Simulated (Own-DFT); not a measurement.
Simulation results for Si3N4 (beta silicon nitride, atoms displaced)

Computed with Own-DFT development build. A calculation, not a measurement: plane-wave PBE density functional theory by an unreviewed code, no spin, of a simulated periodic cell, stress positive in tension, free energy of the whole cell less one offset for each atom, forces on such cells passed a denser k mesh, this cell's mesh not checked; offsets are fitted by least squares, one for each functional and potential file, so energies compare only between cells with the same atoms and settings and are not formation energies; the far tail of each file's local potential was reset to the Coulomb form; each entry is a single point on an unrelaxed cell, so the pressure reflects the starting lattice, mostly measured values (interpolated for alloys), from which strain is counted, and rises with the displacements; printed positions are rounded, which can move forces by about a meV/angstrom; the program, named Own-DFT, is a retired in-house code; no spin-orbit coupling.

Common to all runs: functional PBE; potential files PseudoDojo norm-conserving, scalar-relativistic, standard set; wave cutoff 42 hartree; occupations Fermi-Dirac; smearing width 0.1 eV; k mesh 3 x 3 x 3 centred on Gamma.

(1) 
```xyz
42
Lattice="7.6060 0.0000 0.0000 -3.8030 6.5870 0.0000 0.0000 0.0000 8.7270" Properties=species:S:1:pos:R:3:force_x:R:1:force_y:R:1:force_z:R:1 formula=Si3N4 free_energy_of_cell_above_offsets=-1.931 pressure=8.57 stress_xx=-8.78 stress_yy=-3.9 stress_zz=-13.02 stress_yz=3.61 stress_xz=1.53 stress_xy=-1.86
Si    -1.6600     5.0440     0.6888      3.923      1.465     -2.631
Si     0.1381     2.6661     0.7479       1.76      0.717     -1.095
Si     1.3637     5.5108     0.6949      0.329     -3.125      5.271
Si     5.4022     1.5385     2.1498     -0.343     -2.126      1.774
Si     3.6416     3.9236     2.1806     -0.603      0.469     -0.113
Si     2.3982     1.1399     2.2383      2.521      1.499     -4.823
N      2.4330     0.1704     0.7206     -0.628      0.194      1.158
N      6.1559     1.9644     0.6901      2.563        0.9       1.64
N      2.8009     4.4692     0.7608     -0.503      0.373      0.078
N      1.4684     6.3541     2.2399     -0.413      0.665     -0.053
N     -2.3173     4.6459     2.0891     -3.395     -1.994      5.767
N      1.0685     2.1492     2.1688     -2.548      1.648      0.112
N      0.0304     4.4231     0.7154     -1.616     -1.418      0.183
N      3.8661     2.2241     2.1717     -2.127     -0.147      0.458
Si    -1.5906     4.9817     3.7044      1.091      3.208     -5.804
Si     0.2667     2.7503     3.5993     -0.053     -4.296      1.484
Si     1.3658     5.3341     3.7396      1.274      3.458     -2.945
Si     5.4544     1.4840     5.0302     -2.979     -1.559      4.297
Si     3.6726     3.9212     5.1332     -4.947     -3.049     -0.683
Si     2.5046     1.0111     5.1489     -1.301      4.674     -3.002
N      2.4276     0.2720     3.5670     -0.377     -5.423      5.361
N      6.2061     1.9319     3.7103      3.544      2.529     -4.845
N      2.7770     4.4412     3.6794       2.78     -1.771      -0.15
N      1.4281     6.3169     5.1172     -0.715      0.767      0.708
N     -2.4113     4.5796     5.0665     -1.235     -0.621     -1.632
N      1.0179     2.1613     5.1006      0.267      0.135     -0.746
N     -0.0003     4.3859     3.6190     -1.153      0.193      0.755
N      3.8143     2.1188     5.1085      1.294      1.969     -0.107
Si    -1.6678     4.9640     6.4141      1.894      3.594      7.742
Si     0.1349     2.6632     6.5020      2.499     -0.434      1.682
Si     1.3159     5.3535     6.5472     -0.204      2.234      1.306
Si     5.5009     1.4217     7.9866     -4.495      1.816      0.013
Si     3.5420     3.9920     8.0307     -0.361     -3.651     -0.322
Si     2.3733     1.0856     8.0255      1.534      3.361      0.527
N      2.3917     0.2523     6.5615     -0.736     -5.245      0.399
N      6.2263     1.9286     6.5760     -0.068     -0.097     -2.385
N      2.7136     4.4287     6.5256      2.072     -0.848      0.467
N      1.3522     6.3659     8.0877      0.568      0.676     -5.281
N     -2.4956     4.5979     7.9840      1.197      0.991     -1.893
N      0.9513     2.1212     8.0180     -0.247      0.233     -0.533
N     -0.1020     4.4209     6.6926      0.789     -1.784     -1.803
N      3.8303     2.1954     8.0229     -0.852     -0.179     -0.338
```

Units: free_energy_of_cell_above_offsets in eV; pressure, stress_xx, stress_yy, stress_zz, stress_yz, stress_xz, stress_xy in GPa; force_x, force_y, force_z in eV/Å.

(2) 
```xyz
42
Lattice="7.6060 0.0000 0.0000 -3.8030 6.5870 0.0000 0.0000 0.0000 8.7270" Properties=species:S:1:pos:R:3:force_x:R:1:force_y:R:1:force_z:R:1 formula=Si3N4 free_energy_of_cell_above_offsets=-2.768 pressure=8.43 stress_xx=-6.94 stress_yy=-6.27 stress_zz=-12.07 stress_yz=2.09 stress_xz=2.13 stress_xy=-0.14
Si    -1.5911     5.0995     0.7327      2.403      0.275     -4.474
Si     0.1751     2.5795     0.7549      1.334      1.774     -1.031
Si     1.3562     5.5240     0.7481      0.037     -4.898     -3.286
Si     5.4906     1.4124     2.1308     -3.679      3.193       3.64
Si     3.5761     3.9030     2.2265      1.408      0.216     -2.138
Si     2.4131     1.0747     2.1405      1.413      2.504      2.114
N      2.3463     0.2294     0.7417      0.667     -1.446     -2.966
N      6.1728     1.9414     0.7753      2.537      0.893     -2.614
N      2.7876     4.3653     0.6965     -1.423      1.917      3.097
N      1.3821     6.3594     2.1652      0.292      0.853      0.727
N     -2.2550     4.6779     2.0852     -5.667     -2.648      7.207
N      1.0672     2.1010     2.1168     -2.412       0.95      2.381
N     -0.0002     4.3267     0.7236      0.315      1.415     -0.177
N      3.8202     2.2323     2.0847       1.03     -2.534      1.222
Si    -1.6354     5.0148     3.7361      2.398      1.766     -4.175
Si     0.1683     2.6419     3.6822      2.677     -0.794     -1.977
Si     1.3765     5.4543     3.5466      -0.81     -1.403      4.089
Si     5.4380     1.5454     5.0656     -3.617     -0.629      3.928
Si     3.5418     3.9720     5.1255     -0.326     -2.677      1.525
Si     2.4175     1.1273     5.0818     -0.154      0.171      0.961
N      2.3898     0.2504     3.6870       0.05     -3.733     -2.062
N      6.2420     1.9140     3.7261      0.894      0.512      -4.55
N      2.7375     4.3923     3.6811      0.774      0.589      -1.21
N      1.4534     6.4274     5.1044     -0.289     -1.659     -1.722
N     -2.4521     4.5960     5.1232     -0.443     -0.336      0.343
N      1.0481     2.1048     5.0430     -2.141      1.419      2.125
N      0.0442     4.3218     3.6259     -1.403      2.062      0.547
N      3.7486     2.1051     5.1115      2.564      3.888     -0.113
Si    -1.5199     5.0632     6.5179     -1.952      0.112       1.71
Si     0.2103     2.6498     6.5705      0.129     -0.928     -0.868
Si     1.3876     5.4133     6.4788     -1.795      2.235      2.464
Si     5.3797     1.5830     7.9960     -1.218     -1.972      1.204
Si     3.5997     3.9492     8.0407      0.091      -1.74     -0.942
Si     2.4305     1.1348     7.9207     -0.528      0.596       2.89
N      2.3329     0.2079     6.5470      0.435     -1.708     -1.464
N      6.1448     2.0318     6.6064      2.567      0.799     -2.451
N      2.7193     4.4869     6.6449      3.019     -2.229     -2.108
N      1.4042     6.4274     8.0441      -0.16     -0.301     -1.657
N     -2.4690     4.6874     7.9584      1.314      -0.19      0.455
N      1.0390     2.1790     7.9886      -0.61     -0.466      0.234
N      0.0072     4.3453     6.5385      0.468      1.094     -0.535
N      3.7903     2.1247     8.0040     -0.187      3.059     -0.345
```

Units: free_energy_of_cell_above_offsets in eV; pressure, stress_xx, stress_yy, stress_zz, stress_yz, stress_xz, stress_xy in GPa; force_x, force_y, force_z in eV/Å.

(3) 
```xyz
42
Lattice="7.6060 0.0000 0.0000 -3.8030 6.5870 0.0000 0.0000 0.0000 8.7270" Properties=species:S:1:pos:R:3:force_x:R:1:force_y:R:1:force_z:R:1 formula=Si3N4 free_energy_of_cell_above_offsets=-4.251 pressure=7.42 stress_xx=-6.94 stress_yy=-5.92 stress_zz=-9.39 stress_yz=-1.1 stress_xz=0.73 stress_xy=2.16
Si    -1.5460     5.0719     0.8540      0.671       0.23     -3.767
Si     0.3020     2.6760     0.7851     -2.914      0.643     -3.064
Si     1.4759     5.5007     0.7905     -4.787      -1.01      -3.65
Si     5.3898     1.3985     2.2237     -1.139      3.111     -3.257
Si     3.5515     3.9309     2.1825      0.101     -0.996      0.283
Si     2.3830     1.0796     2.2344       1.49      2.598     -2.964
N      2.4701     0.2077     0.7218     -0.814      0.046      0.788
N      6.2130     1.9517     0.7091      1.228     -0.117       1.52
N      2.6982     4.4804     0.7330      5.166     -3.438      0.029
N      1.3256     6.3216     2.1778      0.669      1.297      3.146
N     -2.4497     4.6249     2.1664     -0.849      0.017      2.506
N      1.0081     2.1704     2.1900      0.944     -1.004      1.966
N      0.0026     4.3822     0.7509      1.532      0.368      0.568
N      3.8000     2.2057     2.1833     -0.382     -0.754      0.297
Si    -1.5902     5.0474     3.6606     -0.117      0.605     -0.103
Si     0.1535     2.6547     3.6248      1.868      1.036      1.345
Si     1.4003     5.4288     3.6678     -1.322     -1.271     -0.487
Si     5.4094     1.5069     5.0501     -2.804      0.324      1.511
Si     3.5104     3.9128     5.1025      2.773     -2.384      1.297
Si     2.3638     1.1812     5.0486       0.15     -2.122      2.559
N      2.4238     0.2437     3.6444     -0.906     -2.925      0.574
N      6.2038     1.9609     3.5876      0.521     -0.271      1.442
N      2.7345     4.3621     3.7322      -0.15      0.869     -3.725
N      1.3228     6.3791     5.0370      0.896      0.417      1.886
N     -2.4225     4.6207     5.0915     -1.833       -0.9     -0.144
N      1.0796     2.2413     5.2013      -2.28      0.118      -3.85
N      0.0003     4.3901     3.6854     -0.248     -0.517     -0.405
N      3.6954     2.1033     5.1807      4.412      3.689     -1.214
Si    -1.6325     5.0245     6.5690      0.708      2.243     -0.122
Si     0.1995     2.6697     6.5466     -0.876     -0.274      1.677
Si     1.3610     5.4489     6.5760     -1.173     -1.071     -0.304
Si     5.4240     1.5297     7.9716     -1.563     -0.646      1.368
Si     3.6926     3.9108     7.9888       -2.3     -0.368      0.304
Si     2.4051     1.1902     7.9734      0.935     -1.918     -0.037
N      2.4183     0.2241     6.5330     -0.786     -1.809     -0.212
N      6.1620     1.9839     6.5382      1.883      0.165      -1.64
N      2.7810     4.4143     6.5264     -0.388      0.843      1.762
N      1.4060     6.3778     8.0288      0.269      0.495     -0.516
N     -2.3665     4.6008     8.0426     -0.941      0.043      0.989
N      1.0407     2.1622     7.9810     -1.337      0.801      1.154
N     -0.0961     4.3219     6.5912      2.599      1.913     -0.302
N      3.7901     2.1602     7.9379      1.095      1.922      0.792
```

Units: free_energy_of_cell_above_offsets in eV; pressure, stress_xx, stress_yy, stress_zz, stress_yz, stress_xz, stress_xy in GPa; force_x, force_y, force_z in eV/Å.

(4) 
```xyz
42
Lattice="7.6060 0.0000 0.0000 -3.8030 6.5870 0.0000 0.0000 0.0000 8.7270" Properties=species:S:1:pos:R:3:force_x:R:1:force_y:R:1:force_z:R:1 formula=Si3N4 free_energy_of_cell_above_offsets=-3.359 pressure=8.04 stress_xx=-7.17 stress_yy=-6.08 stress_zz=-10.88 stress_yz=0.45 stress_xz=-2.88 stress_xy=-1.17
Si    -1.6828     4.9743     0.7304      2.298      1.313      0.692
Si     0.2186     2.6194     0.6743     -0.789      1.274      2.904
Si     1.4758     5.4937     0.7913     -2.601     -4.433      -4.65
Si     5.3364     1.5078     2.1346      3.285     -0.029      1.141
Si     3.5356     3.9190     2.1335     -0.383     -3.029      3.913
Si     2.4836     1.0547     2.1468      -1.98       2.49      0.246
N      2.4233     0.1856     0.6745     -0.395     -2.094      1.668
N      6.1233     1.9316     0.6643       2.75      0.943      1.186
N      2.8006     4.3665     0.7624     -1.369      1.431     -2.853
N      1.4341     6.3167     2.1335     -0.022      3.134      5.032
N     -2.5267     4.4894     2.2246      2.949      2.059     -0.504
N      1.0443     2.1449     2.1902     -0.438      0.384     -0.292
N     -0.0419     4.3978     0.7634      0.897      -0.52      -0.07
N      3.8454     2.1381     2.2415     -3.114      1.219     -0.212
Si    -1.6551     5.0521     3.6533      0.986      0.247     -1.411
Si     0.1735     2.7615     3.7465      2.648     -4.631     -3.991
Si     1.3690     5.3233     3.6183     -0.731      2.473        1.1
Si     5.4021     1.4866     5.0272     -0.822      1.496      0.297
Si     3.6466     3.9659     5.1282     -1.939     -2.262      0.497
Si     2.4033     1.1578     5.1352      -0.59     -0.227     -1.941
N      2.2667     0.1933     3.5957      0.923     -1.186      1.547
N      6.2581     2.1109     3.6464     -3.332     -2.562     -0.817
N      2.7690     4.4415     3.7264      1.645     -1.129     -1.891
N      1.4180     6.3891     5.1162      0.022     -0.599     -2.127
N     -2.4062     4.6823     5.1381     -2.476     -1.627     -2.914
N      1.0291     2.1978     5.0538     -0.243     -0.219      2.505
N     -0.0223     4.3345     3.6535     -1.167      5.074     -0.059
N      3.7662     2.1397     5.1301      1.904      2.294     -0.613
Si    -1.6409     5.0470     6.4884      3.623      1.851      4.308
Si     0.1311     2.6471     6.5145      2.885      1.813      0.717
Si     1.3689     5.5390     6.5661     -0.303     -3.929     -0.473
Si     5.4288     1.4378     7.9591     -2.439      2.826     -0.561
Si     3.5976     3.9518     7.9465      0.328     -1.996      2.282
Si     2.4243     1.0990     8.0120      0.024      2.219     -1.585
N      2.4031     0.1962     6.5227     -0.366      -0.56      0.641
N      6.1923     2.0114     6.5038     -0.793     -0.994      0.067
N      2.7656     4.3847     6.5970     -1.081      1.721     -2.373
N      1.3844     6.3772     8.0056      0.635     -0.405      1.116
N     -2.4725     4.7412     7.9800     -1.033     -1.192     -0.523
N      1.0041     2.1888     7.9870      0.394      -1.16     -1.475
N     -0.0013     4.4291     6.5881     -0.555     -0.799     -0.674
N      3.7851     2.2109     7.9740      0.768     -0.677       0.15
```

Units: free_energy_of_cell_above_offsets in eV; pressure, stress_xx, stress_yy, stress_zz, stress_yz, stress_xz, stress_xy in GPa; force_x, force_y, force_z in eV/Å.
